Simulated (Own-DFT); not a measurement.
# One host, several defects: zincblende GaAs

The numbers are computed, not measured, by runs of the plane-wave DFT program Own-DFT (in-house, retired, unreviewed) at fixed positions, with no spin and no spin-orbit coupling.

Method: PBE; PseudoDojo norm-conserving scalar-relativistic files; cutoff 42 hartree; 3 x 3 x 3 k mesh centred on Gamma; Fermi-Dirac smearing of 0.1 eV.

Limits (not all hold for every row): not probed for a lower state with spin; forces on such cells failed a check on a denser k mesh; forces not confirmed at this smearing and k mesh; forces on such cells passed a denser k mesh, each cell not checked; stress not checked against mesh or cutoff.

All runs share one cell, with vectors in Å (11.307, 0.000, 0.000); (0.000, 11.307, 0.000); (0.000, 0.000, 11.307) and a volume of 1445.4 Å³. u is the rms random offset of the atoms per axis. The defect's site can differ from row to row.

```
cell,formula,u (Å),P (GPa)
no defect,As32Ga32,0.0200,3.53
no defect,As32Ga32,0.0202,3.52
no defect,As32Ga32,0.0488,3.92
one As on a Ga site and one Ga on an As site,As32Ga32,0.0320,4.01
one As on a Ga site and one Ga on an As site,As32Ga32,0.0498,4.25
one As on a Ga site and one Ga on an As site,As32Ga32,0.0512,4.24
one P on an As site,As31Ga32P,0.0275,3.32
one P on an As site,As31Ga32P,0.0304,3.40
one P on an As site,As31Ga32P,0.0309,?
one P on an As site,As31Ga32P,0.0312,3.36
one As on a Ga site,As33Ga31,0.0299,4.24
one As on a Ga site,As33Ga31,0.0473,4.57
one As on a Ga site,As33Ga31,0.0509,4.62
one Al on a Ga site,AlAs32Ga31,0.0474,3.84
one Al on a Ga site,AlAs32Ga31,0.0526,3.98
one Al on a Ga site,AlAs32Ga31,0.0538,4.07
```

## Working it out

P = P0 + c u² + a shift for each defect gives P0 = 3.44 GPa, c = 202 ± 16 GPa/Å² and a scatter of 0.04 GPa. The shifts, and each times the cell's volume:

- one As on a Ga site: 0.65 ± 0.03 GPa, 5.9 eV
- one As on a Ga site and one Ga on an As site: 0.32 ± 0.04 GPa, 2.9 eV
- one Al on a Ga site: -0.01 ± 0.04 GPa, -0.1 eV (not resolved)
- one P on an As site: -0.26 ± 0.03 GPa, -2.4 eV

A positive shift means that the defect pushes the cell outwards. Shift times volume (160.2 GPa Å³ is 1 eV) depends little on the cell's size, so, taken for each site, it can be compared between cells at like pressure. The atoms around the defects weren't relaxed, which would change these numbers.

## Test on the hidden row

Question: what pressure belongs in the blank (one P on an As site, u = 0.0309 Å)?

From the fit: 3.37 ± 0.05 GPa. The calculation gave 3.36 GPa.
